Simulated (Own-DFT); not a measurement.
## Calculated data, GaP (zincblende, strained, atoms displaced)

A calculation, not a measurement: plane-wave PBE density functional theory by an unreviewed code, no spin, of a simulated periodic cell, stress positive in tension, free energy of the whole cell less one offset for each atom, forces on such cells passed a denser k mesh, this cell's mesh not checked; offsets are fitted by least squares, one for each functional and potential file, so energies compare only between cells with the same atoms and settings and are not formation energies; the far tail of each file's local potential was reset to the Coulomb form; each entry is a single point on an unrelaxed cell, so the pressure reflects the starting lattice, mostly measured values (interpolated for alloys), from which strain is counted, and rises with the displacements; printed positions are rounded, which can move forces by about a meV/angstrom; the program, named Own-DFT, is a retired in-house code; no spin-orbit coupling. Program: Own-DFT development build.

Settings shared by all entries: functional PBE; potential files PseudoDojo norm-conserving, scalar-relativistic, standard set; wave cutoff 42 hartree; occupations Fermi-Dirac; smearing width 0.1 eV; hardware one NVIDIA H100; k mesh 3 x 3 x 3 centred on Gamma.

(1) 
```xyz
64
Lattice="10.8620 0.0000 0.0000 0.0000 10.8620 0.0000 0.0000 0.0000 10.9361" Properties=species:S:1:pos:R:3:force_x:R:1:force_y:R:1:force_z:R:1 formula=GaP free_energy_of_cell_above_offsets=-34.898 pressure=3.24 stress_xx=-3.41 stress_yy=-3.44 stress_zz=-2.87 stress_yz=0.38 stress_xz=0.42 stress_xy=-0.16 wall_time=525.6
Ga    10.8554    10.8461     0.0067     -0.034      0.075     -0.371
Ga    10.8542     2.7327     2.6779     -0.067     -0.302      0.542
Ga     2.7309    10.8464     2.7423     -0.031      0.418      0.018
Ga     2.7523     2.7154     0.0079     -0.729     -0.006      0.351
P      1.3197     1.3285     1.3888      0.671      0.275     -0.293
P      1.2853     4.0507     4.1344      0.621     -0.027     -0.586
P      4.0598     1.4044     4.1552      0.168     -0.716     -1.005
P      4.1269     4.0446     1.3366     -0.734      0.579      0.447
Ga     0.0269    10.8150     5.4833      0.115      0.505     -0.443
Ga    10.8298     2.7321     8.1624      0.634      -0.27      0.647
Ga     2.7344    10.8564     8.1478     -0.085      0.317      0.695
Ga     2.7090     2.6921     5.4139     -0.434       0.61      0.659
P      1.4060     1.3667     6.8259     -0.628      0.001     -0.063
P      1.4225     4.1065     9.5935     -0.832     -0.635     -0.028
P      4.0493     1.4015     9.6020      0.176     -0.955     -0.478
P      4.0758     4.0366     6.7840      -0.17      0.355       0.28
Ga     0.0044     5.3964     0.0321        0.3       0.94     -0.823
Ga    10.8240     8.1686     2.7428     -0.054     -0.256      0.001
Ga     2.6772     5.4193     2.7532      0.139     -0.208     -0.216
Ga     2.6633     8.1468     0.0052      0.561      0.001     -0.054
P      1.3385     6.8215     1.3859     -0.112     -0.391      0.004
P      1.3796     9.4823     4.0355     -0.074      0.029      0.804
P      4.0706     6.7841     4.0835     -0.125     -0.133       0.27
P      4.0634     9.5181     1.3769     -0.002     -0.575      0.146
Ga     0.0042     5.4128     5.4831     -0.178     -0.052      0.004
Ga    10.8545     8.1519     8.2523      0.067      0.195     -0.776
Ga     2.7467     5.4148     8.2647     -0.067       0.38     -1.173
Ga     2.7404     8.1425     5.5002     -0.541     -0.204     -0.696
P      1.3049     6.7908     6.7531      0.737      0.077      1.325
P      1.3875     9.5104     9.5596     -0.216      0.213     -0.043
P      4.0910     6.8156     9.5451     -0.139     -0.102      0.619
P      4.0248     9.5234     6.7887      1.028      -0.01      0.223
Ga     5.3761     0.0192     0.0656      0.403     -0.303      -0.97
Ga     5.3724     2.7099     2.7411      0.747     -0.074       0.02
Ga     8.1711    10.8577     2.6895      -0.14      0.324      0.198
Ga     8.1466     2.7521     0.0370     -0.036      0.019     -0.414
P      6.7709     1.3474     1.3417      0.134      0.348      0.557
P      6.7998     4.1213     4.0757      -0.53      -0.81     -0.055
P      9.4863     1.3836     4.0850      0.412     -0.354     -0.081
P      9.5661     4.1071     1.3534     -1.144     -0.202       0.44
Ga     5.4338     0.0459     5.4400      0.312      -0.52      0.172
Ga     5.3823     2.6731     8.1891      0.419      0.414     -0.021
Ga     8.0779     0.0344     8.1979      0.612     -0.533      0.095
Ga     8.1284     2.7441     5.3941      0.335      0.053      0.665
P      6.8079     1.3680     6.8257     -0.404      0.344     -0.248
P      6.7675     4.1114     9.5516      0.203       -0.7     -0.131
P      9.4720     1.3571     9.5708      0.182      0.162      0.045
P      9.5365     4.1002     6.8535       -0.9     -0.109     -0.378
Ga     5.4591     5.4130    10.9309     -0.211      0.465     -0.104
Ga     5.4354     8.1265     2.7736      0.096      0.289      -0.45
Ga     8.1083     5.4268     2.7625      0.901      0.299     -0.513
Ga     8.0983     8.1096     0.0221      0.492      0.372     -0.385
P      6.8093     6.7791     1.3651      -0.54     -0.142      0.344
P      6.8424     9.5006     4.0725     -0.564      0.196      0.119
P      9.5234     6.7440     4.1441     -0.097        0.1     -0.758
P      9.4879     9.5036     1.3501      -0.01     -0.294      -0.14
Ga     5.4377     5.4108     5.4212     -0.165      0.323      0.525
Ga     5.4199     8.1415     8.1760     -0.168      0.339     -0.155
Ga     8.1037     5.4537     8.1819      0.417     -0.057      0.137
Ga     8.1380     8.0843     5.3985      0.203      0.571      0.894
P      6.7698     6.7973     6.8437     -0.101     -0.103     -0.675
P      6.7831     9.4494     9.5442     -0.421      0.753      0.437
P      9.4769     6.8247     9.5418      0.124     -0.682      0.589
P      9.5139     9.5444     6.8228     -0.528     -0.617      0.251
```

Units: free_energy_of_cell_above_offsets in eV; pressure, stress_xx, stress_yy, stress_zz, stress_yz, stress_xz, stress_xy in GPa; wall_time in s; force_x, force_y, force_z in eV/Å.

(2) 
```xyz
64
Lattice="10.8620 0.0000 0.0000 0.0000 10.8620 0.0000 0.0000 0.0000 10.9361" Properties=species:S:1:pos:R:3:force_x:R:1:force_y:R:1:force_z:R:1 formula=GaP free_energy_of_cell_above_offsets=-35.007 pressure=3.2 stress_xx=-3.39 stress_yy=-3.37 stress_zz=-2.84 stress_yz=-0.1 stress_xz=0.29 stress_xy=-0.03 wall_time=496.7
Ga     0.0068    10.8348     0.0066      -0.32      0.337     -0.208
Ga    10.8250     2.7286     2.7571      0.475     -0.118     -0.135
Ga     2.7481     0.0580     2.7396     -0.331     -0.414     -0.267
Ga     2.7352     2.7135     0.0025     -0.266      0.317     -0.057
P      1.3377     1.3615     1.3556      0.117      0.141      0.239
P      1.3770     4.0673     4.1064      -0.35      0.233     -0.018
P      4.0870     1.3620     4.1012      0.261      0.023      0.506
P      4.1203     4.0913     1.3722     -0.713     -0.516      0.189
Ga     0.0206    10.7695     5.4343      -0.44      1.305      0.593
Ga    10.8383     2.7082     8.1732      0.235      0.282      0.435
Ga     2.7539    10.8579     8.1931     -0.622      0.347     -0.031
Ga     2.7331     2.7355     5.4967     -0.003     -0.134     -0.412
P      1.3607     1.4068     6.8145     -0.059     -0.821     -0.049
P      1.3686     4.1215     9.5638     -0.036     -0.454     -0.103
P      4.0561     1.3842     9.5304      0.172     -0.128      0.332
P      4.0732     4.0840     6.8378      0.463      0.213     -0.667
Ga    10.8344     5.4147     0.0236      0.174      0.036      -0.32
Ga     0.0206     8.1271     2.7885     -0.426      0.102     -0.512
Ga     2.6779     5.4261     2.6914      0.406      0.066      0.323
Ga     2.7138     8.0984     0.0613     -0.035      0.838      -1.19
P      1.3627     6.8003     1.3256     -0.669     -0.379      0.813
P      1.3336     9.5330     4.1012      1.007     -0.464     -0.469
P      4.1239     6.7660     4.0971     -1.019      0.448     -0.141
P      4.0500     9.4875     1.3457       0.26      0.673      0.151
Ga    10.8386     5.4409     5.4832      0.386     -0.224     -0.064
Ga     0.0270     8.0942     8.1931     -0.014       0.57       0.09
Ga     2.7451     5.4155     8.1250      0.002      0.215      1.202
Ga     2.7243     8.1852     5.4824     -0.014      -0.45     -0.145
P      1.3715     6.7442     6.8671      0.017      0.529     -0.781
P      1.3253     9.5585     9.5270      0.583     -0.838       0.36
P      4.0882     6.8150     9.5784     -0.229     -0.369     -0.286
P      4.0891     9.5042     6.8759      0.072     -0.145     -0.316
Ga     5.4534     0.0349    10.8784     -0.569     -0.032      0.434
Ga     5.4419     2.7014     2.7201      0.155     -0.259     -0.116
Ga     8.1790     0.0146     2.7408     -0.048      0.065       0.07
Ga     8.1470     2.7591     0.0361     -0.234     -0.614     -0.685
P      6.8333     1.3093     1.3469     -0.433      0.544      0.178
P      6.7412     4.0354     4.1358      0.634      0.283     -0.154
P      9.4948     1.3884     4.1107      0.149     -0.418      0.334
P      9.4967     4.0322     1.3522      0.061      0.867      0.737
Ga     5.4685     0.0019     5.5527     -0.015     -0.171      -0.87
Ga     5.3782     2.6975     8.1320      0.569      0.362      0.804
Ga     8.1130     0.0137     8.1922      0.591     -0.303      0.384
Ga     8.1650     2.7327     5.5152     -0.287     -0.095     -0.295
P      6.8062     1.3624     6.8780     -0.065      0.281     -0.461
P      6.7775     4.0876     9.5971     -0.265     -0.275     -0.474
P      9.4940     1.3721     9.5567     -0.039     -0.059      0.268
P      9.4784     4.1075     6.8477      0.361     -0.288     -0.112
Ga     5.3910     5.4127     0.0217      0.303      0.301     -0.633
Ga     5.3947     8.1726     2.7392      0.479     -0.054     -0.168
Ga     8.1434     5.4553     2.7756     -0.278      -0.29     -0.283
Ga     8.1535     8.1379     0.0444     -0.299       0.01     -0.607
P      6.7417     6.7759     1.3264      0.371      0.163      0.723
P      6.8501     9.4996     4.0735     -0.698       0.17      0.373
P      9.4774     6.8062     4.1846       0.47     -0.349      -0.89
P      9.4628     9.5187     1.3585       0.79     -0.325      0.451
Ga     5.4581     5.4846     5.4463       0.05     -0.401      0.537
Ga     5.4702     8.1378     8.1970     -0.301      0.264      0.507
Ga     8.1389     5.4108     8.1862     -0.115      0.491      0.644
Ga     8.1579     8.1462     5.4615     -0.223      0.532       0.43
P      6.8035     6.8365     6.8555      0.122     -0.515     -0.313
P      6.7612     9.5445     9.5776      0.615     -0.674     -0.195
P      9.5450     6.8098     9.5716     -0.663     -0.306      0.107
P      9.5259     9.4983     6.8338     -0.273     -0.128      0.212
```

Units: free_energy_of_cell_above_offsets in eV; pressure, stress_xx, stress_yy, stress_zz, stress_yz, stress_xz, stress_xy in GPa; wall_time in s; force_x, force_y, force_z in eV/Å.

(3) 
```xyz
64
Lattice="10.8620 0.0000 0.0000 0.0000 10.8620 0.0000 0.0000 0.0000 10.9361" Properties=species:S:1:pos:R:3:force_x:R:1:force_y:R:1:force_z:R:1 formula=GaP free_energy_of_cell_above_offsets=-35.162 pressure=3.17 stress_xx=-3.34 stress_yy=-3.33 stress_zz=-2.85 stress_yz=0.01 stress_xz=0.5 stress_xy=-0.1 wall_time=491.4
Ga     0.0372    10.8100    10.9131     -0.821      0.747      0.593
Ga    10.8540     2.7218     2.7667      0.278     -0.112     -0.238
Ga     2.7072     0.0004     2.6986      0.018     -0.192      0.314
Ga     2.7443     2.7235     0.0354     -0.073      0.224     -0.062
P      1.3869     1.3388     1.3637     -0.553      0.359      -0.05
P      1.3550     4.1060     4.1145      0.317     -0.734      0.031
P      4.0850     1.3688     4.0311     -0.282     -0.111       0.49
P      4.1544     4.0957     1.3552     -0.784      -0.06       0.22
Ga     0.0127     0.0224     5.4552      -0.08      -0.17      0.292
Ga    10.8237     2.7166     8.2567      0.238      0.249     -0.709
Ga     2.6944     0.0206     8.1914      0.518     -0.155     -0.164
Ga     2.7617     2.6809     5.4870     -0.118      0.493     -0.332
P      1.3776     1.3746     6.8308     -0.396      0.089      0.163
P      1.3224     4.0663     9.6092      0.482      0.049      -0.26
P      4.0685     1.3830     9.5589     -0.255     -0.242        0.1
P      4.1175     4.1123     6.8047     -0.145     -0.496      0.135
Ga    10.8399     5.4261     0.0138      0.075      0.551     -0.125
Ga     0.0026     8.1695     2.7279     -0.262     -0.363      0.195
Ga     2.7189     5.4191     2.7747      0.212      0.354     -0.566
Ga     2.7226     8.1220    10.9353     -0.005      0.619      0.055
P      1.3400     6.8367     1.3569      0.188     -0.639      0.253
P      1.3126     9.5314     4.0693      0.686     -0.077      0.351
P      4.0687     6.8172     4.1286     -0.134      -0.02      -0.04
P      4.0903     9.5385     1.3733     -0.013     -0.724     -0.035
Ga    10.8492     5.4334     5.4108      0.214      0.056       0.63
Ga     0.0246     8.1184     8.2196      0.068      0.293     -0.013
Ga     2.7652     5.3910     8.2144     -0.748      0.141     -0.175
Ga     2.6965     8.1743     5.5171      0.117       0.26     -0.517
P      1.3508     6.8064     6.8116      0.155     -0.627      0.468
P      1.3508     9.5640     9.5684      0.572     -1.102      -0.35
P      4.0641     6.7350     9.6134      0.052      0.513     -0.486
P      4.1463     9.5104     6.8183     -0.812      0.326      0.223
Ga     5.4011     0.0491     0.0306      0.189      -0.43     -0.592
Ga     5.4494     2.6791     2.6974     -0.036      0.792       0.36
Ga     8.2004    10.8245     2.7350     -0.791      0.651      0.118
Ga     8.1223     2.6866    10.9137       0.29      0.191      0.546
P      6.7425     1.3841     1.3498        1.1     -0.604       0.19
P      6.7641     4.1244     4.0633      0.524     -0.971      0.127
P      9.5019     1.3511     4.1168     -0.113      0.194     -0.103
P      9.5325     4.0653     1.3516     -0.445     -0.333      0.132
Ga     5.4299     0.0459     5.4356     -0.018       0.06      0.088
Ga     5.3918     2.6855     8.1890      0.613      0.435     -0.097
Ga     8.1507     0.0040     8.2277      0.029     -0.322      -0.51
Ga     8.1429     2.6856     5.5102      -0.13      0.631     -0.686
P      6.8081     1.3533     6.8205     -0.401     -0.159       0.39
P      6.8470     4.0448     9.5750     -0.811      0.165     -0.345
P      9.4644     1.3733     9.5540      0.459     -0.554      0.504
P      9.5065     4.0893     6.7888      0.101      -0.02      0.659
Ga     5.4618     5.4356    10.9092      0.299      -0.34      0.073
Ga     5.4705     8.1191     2.7535     -0.285      0.368     -0.049
Ga     8.1732     5.4271     2.7143      0.027      0.033      0.028
Ga     8.1051     8.2105    10.9081     -0.007     -0.494      0.639
P      6.7736     6.7575     1.3673      0.468      0.487     -0.195
P      6.7683     9.5579     4.1173       0.57     -0.693     -0.095
P      9.5138     6.7720     4.1242      -0.32      0.544     -0.544
P      9.4703     9.4872     1.4014      0.492      0.046     -0.764
Ga     5.4607     5.4329     5.4325     -0.088      0.434      0.138
Ga     5.3930     8.1268     8.2093      0.309     -0.231      0.085
Ga     8.1571     5.4358     8.2505      0.245       0.12      -0.43
Ga     8.1584     8.1377     5.5157      -0.13       0.27     -0.299
P      6.7935     6.7763     6.8463     -0.119     -0.058      0.181
P      6.7904     9.4932     9.5489     -0.719      0.576      0.112
P      9.4865     6.8672     9.5993      0.182     -0.702     -0.014
P      9.5492     9.4822     6.8564     -0.195      0.416     -0.041
```

Units: free_energy_of_cell_above_offsets in eV; pressure, stress_xx, stress_yy, stress_zz, stress_yz, stress_xz, stress_xy in GPa; wall_time in s; force_x, force_y, force_z in eV/Å.
